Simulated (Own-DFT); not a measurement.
Simulation results for TiO$_{2}$ (rutile, atoms displaced)

All values are calculated (Own-DFT development build). A calculation, not a measurement: plane-wave PBE density functional theory by an unreviewed code, no spin, of a simulated periodic cell, stress positive in tension, free energy of the whole cell less one offset for each atom, oxygen file: force components 24 meV/angstrom off all-electron in one glass; forces on such cells passed a denser k mesh, this cell's mesh not checked; offsets are fitted by least squares, one for each functional and potential file, so energies compare only between cells with the same atoms and settings and are not formation energies; the far tail of each file's local potential was reset to the Coulomb form; each entry is a single point on an unrelaxed cell, so the pressure reflects the starting lattice, mostly measured values (interpolated for alloys), from which strain is counted, and rises with the displacements; printed positions are rounded, which can move forces by about a meV/angstrom; the program, named Own-DFT, is a retired in-house code; no spin-orbit coupling; before rounding, a Quantum ESPRESSO 7.3.1 run of the same cell and cutoff gave forces within 1 meV/angstrom rms on each cell, which checks the program and not the settings.

```cif
# cell vector a (Å): 9.1874 0.0000 0.0000
# cell vector b (Å): 0.0000 9.1874 0.0000
# cell vector c (Å): 0.0000 0.0000 8.8761
data_TiO2
_symmetry_space_group_name_H-M 'P 1'
_symmetry_Int_Tables_number 1
_cell_length_a 9.1874
_cell_length_b 9.1874
_cell_length_c 8.8761
_cell_angle_alpha 90.000
_cell_angle_beta 90.000
_cell_angle_gamma 90.000
_cell_volume 749.22
loop_
_atom_site_label
_atom_site_type_symbol
_atom_site_fract_x
_atom_site_fract_y
_atom_site_fract_z
_atom_site_occupancy
Ti1 Ti 0.99952 0.99453 0.99752 1
Ti2 Ti 0.23886 0.25265 0.16181 1
O1 O 0.14750 0.15674 0.99919 1
O2 O 0.34804 0.34647 0.99701 1
O3 O 0.39844 0.10493 0.16400 1
O4 O 0.10360 0.39912 0.17534 1
Ti3 Ti 0.99247 0.99357 0.33999 1
Ti4 Ti 0.24697 0.25857 0.50177 1
O5 O 0.16018 0.16230 0.32895 1
O6 O 0.34784 0.33549 0.33784 1
O7 O 0.40095 0.09045 0.50171 1
O8 O 0.08907 0.40901 0.50232 1
Ti5 Ti 0.99359 0.99972 0.66002 1
Ti6 Ti 0.25561 0.26189 0.84364 1
O9 O 0.16382 0.15336 0.67942 1
O10 O 0.34261 0.34593 0.66784 1
O11 O 0.38570 0.09861 0.83293 1
O12 O 0.09585 0.41215 0.83545 1
Ti7 Ti 0.00306 0.50881 0.99983 1
Ti8 Ti 0.25521 0.74419 0.17112 1
O13 O 0.14605 0.65604 0.00272 1
O14 O 0.35246 0.84144 0.00047 1
O15 O 0.40033 0.59536 0.16085 1
O16 O 0.09726 0.90975 0.16615 1
Ti9 Ti 0.99796 0.50377 0.33608 1
Ti10 Ti 0.25028 0.74771 0.49514 1
O17 O 0.14717 0.65239 0.33795 1
O18 O 0.33632 0.84510 0.32948 1
O19 O 0.40178 0.58730 0.49394 1
O20 O 0.10074 0.89954 0.50989 1
Ti11 Ti 0.00793 0.50177 0.65939 1
Ti12 Ti 0.25481 0.74710 0.83739 1
O21 O 0.15272 0.65388 0.66110 1
O22 O 0.34840 0.84861 0.66996 1
O23 O 0.40042 0.58847 0.84208 1
O24 O 0.09542 0.91389 0.83637 1
Ti13 Ti 0.49418 0.00180 0.00416 1
Ti14 Ti 0.73792 0.24686 0.16167 1
O25 O 0.64618 0.15165 0.00866 1
O26 O 0.84616 0.35125 0.00615 1
O27 O 0.89958 0.10236 0.15804 1
O28 O 0.60660 0.40326 0.17075 1
Ti15 Ti 0.49211 0.99719 0.32826 1
Ti16 Ti 0.75829 0.24329 0.50069 1
O29 O 0.66080 0.15659 0.34137 1
O30 O 0.84337 0.34888 0.33343 1
O31 O 0.90642 0.10140 0.49667 1
O32 O 0.60150 0.39738 0.49771 1
Ti17 Ti 0.49635 0.99508 0.66489 1
Ti18 Ti 0.74949 0.24755 0.83236 1
O33 O 0.64666 0.16094 0.66757 1
O34 O 0.84930 0.34715 0.67360 1
O35 O 0.89476 0.10740 0.82419 1
O36 O 0.59803 0.40870 0.82994 1
Ti19 Ti 0.50859 0.49907 0.01264 1
Ti20 Ti 0.74595 0.75119 0.16057 1
O37 O 0.65294 0.65334 0.00110 1
O38 O 0.84730 0.85067 0.99341 1
O39 O 0.89956 0.60254 0.16882 1
O40 O 0.59318 0.90462 0.16982 1
Ti21 Ti 0.49343 0.49722 0.33329 1
Ti22 Ti 0.76115 0.75339 0.49381 1
O41 O 0.64999 0.64973 0.33338 1
O42 O 0.84616 0.84495 0.32477 1
O43 O 0.90088 0.58732 0.48839 1
O44 O 0.60399 0.89847 0.49192 1
Ti23 Ti 0.49195 0.49830 0.67312 1
Ti24 Ti 0.75686 0.75641 0.83671 1
O45 O 0.65338 0.64851 0.66472 1
O46 O 0.84793 0.85164 0.67033 1
O47 O 0.89256 0.60000 0.83548 1
O48 O 0.59847 0.89639 0.82539 1
_calc_functional 'PBE'
_calc_potential_files 'PseudoDojo norm-conserving, scalar-relativistic, standard set'
_calc_wave_cutoff 72  # hartree
_calc_occupations 'Fermi-Dirac'
_calc_smearing_width 0.1  # eV
_calc_k_mesh '3 x 3 x 3 centred on Gamma'
_calc_free_energy_of_cell_above_offsets '-15.791'  # eV
_calc_pressure 6.87  # GPa
_calc_stress_xx -6.45  # GPa
_calc_stress_yy -7.22  # GPa
_calc_stress_zz -6.95  # GPa
_calc_stress_yz -1.41  # GPa
_calc_stress_xz 0.28  # GPa
_calc_stress_xy 0.34  # GPa
```

Force:
| element | x (eV/Å) | y (eV/Å) | z (eV/Å) |
| --- | --- | --- | --- |
| Ti | 0.357 | 1.76 | 0.881 |
| Ti | -0.275 | -0.528 | 0.702 |
| O | -0.065 | 0.076 | 0.048 |
| O | 1.398 | 1.243 | 1.542 |
| O | 1.052 | -1.484 | 0.058 |
| O | -0.937 | 1.599 | -0.789 |
| Ti | 1.105 | 1.007 | -2.997 |
| Ti | -0.113 | -1.796 | 0.448 |
| O | -1.847 | -1.895 | 1.141 |
| O | 1.253 | 1.811 | -0.314 |
| O | 0.002 | 0.01 | -0.595 |
| O | 1.7 | -1.498 | -0.365 |
| Ti | 1.608 | 1.274 | 2.632 |
| Ti | -1.431 | -1.697 | -1.981 |
| O | -1.792 | -0.386 | -1.687 |
| O | 0.87 | 1.22 | -0.299 |
| O | 2.271 | -1.344 | 0.58 |
| O | 0.159 | 0.136 | -0.167 |
| Ti | -1.764 | -1.332 | -0.389 |
| Ti | -1.297 | 0.305 | -1.143 |
| O | 0.68 | 0.618 | -0.051 |
| O | -0.388 | -0.09 | 0.178 |
| O | -0.428 | 0.19 | 0.614 |
| O | 0.227 | -0.657 | 0.422 |
| Ti | -1.439 | -1.735 | -2.178 |
| Ti | 0.148 | -0.306 | 1.546 |
| O | 0.794 | 0.529 | -0.449 |
| O | 1.18 | 0.772 | 0.197 |
| O | -1.127 | 1.356 | 0.285 |
| O | -0.589 | 0.379 | -1.232 |
| Ti | -1.709 | -0.41 | 2.267 |
| Ti | 0.062 | 0.22 | -0.609 |
| O | 0.107 | 0.121 | 0.514 |
| O | -0.47 | -1.008 | -0.128 |
| O | -1.112 | 1.339 | -0.205 |
| O | 0.706 | -1.365 | -0.797 |
| Ti | -0.193 | 0.807 | -1.462 |
| Ti | 2.643 | 0.136 | 1.281 |
| O | -0.706 | -0.668 | -1.348 |
| O | -0.05 | -0.042 | -0.311 |
| O | 0.354 | -0.925 | 1.208 |
| O | -1.633 | 0.914 | -0.296 |
| Ti | 0.615 | 1.454 | 1.682 |
| Ti | -1.584 | 2.686 | -0.224 |
| O | -1.639 | -1.696 | -0.786 |
| O | 0.999 | 0.324 | 0.173 |
| O | 0.811 | -0.938 | 0.02 |
| O | -1.08 | 0.855 | -0.169 |
| Ti | 0.494 | 0.905 | 0.171 |
| Ti | 0.425 | 1.08 | -0.396 |
| O | -0.33 | -0.992 | 0.133 |
| O | 0.389 | 0.412 | -0.269 |
| O | 0.782 | -1.314 | 0.358 |
| O | -0.221 | -0.346 | 0.771 |
| Ti | 0.707 | -0.822 | -2.36 |
| Ti | -0.279 | -1.333 | 0.674 |
| O | -0.367 | 0.058 | 0.258 |
| O | -0.126 | 0.113 | 1.183 |
| O | 0.257 | 0.088 | -0.213 |
| O | 0.157 | -0.282 | -0.353 |
| Ti | 1.621 | -1.353 | 2.442 |
| Ti | -2.567 | -1.467 | 1.423 |
| O | 0.382 | 0.745 | -0.407 |
| O | 0.945 | 0.922 | 0.514 |
| O | -0.988 | 1.986 | 1.712 |
| O | -0.609 | 0.463 | 0.083 |
| Ti | 2.326 | -0.05 | -0.63 |
| Ti | -1.327 | -1.453 | -1.972 |
| O | 0.143 | 0.608 | -0.504 |
| O | 0.331 | -0.082 | -0.982 |
| O | 1.124 | -0.252 | 0.112 |
| O | -0.701 | 1.026 | 0.807 |
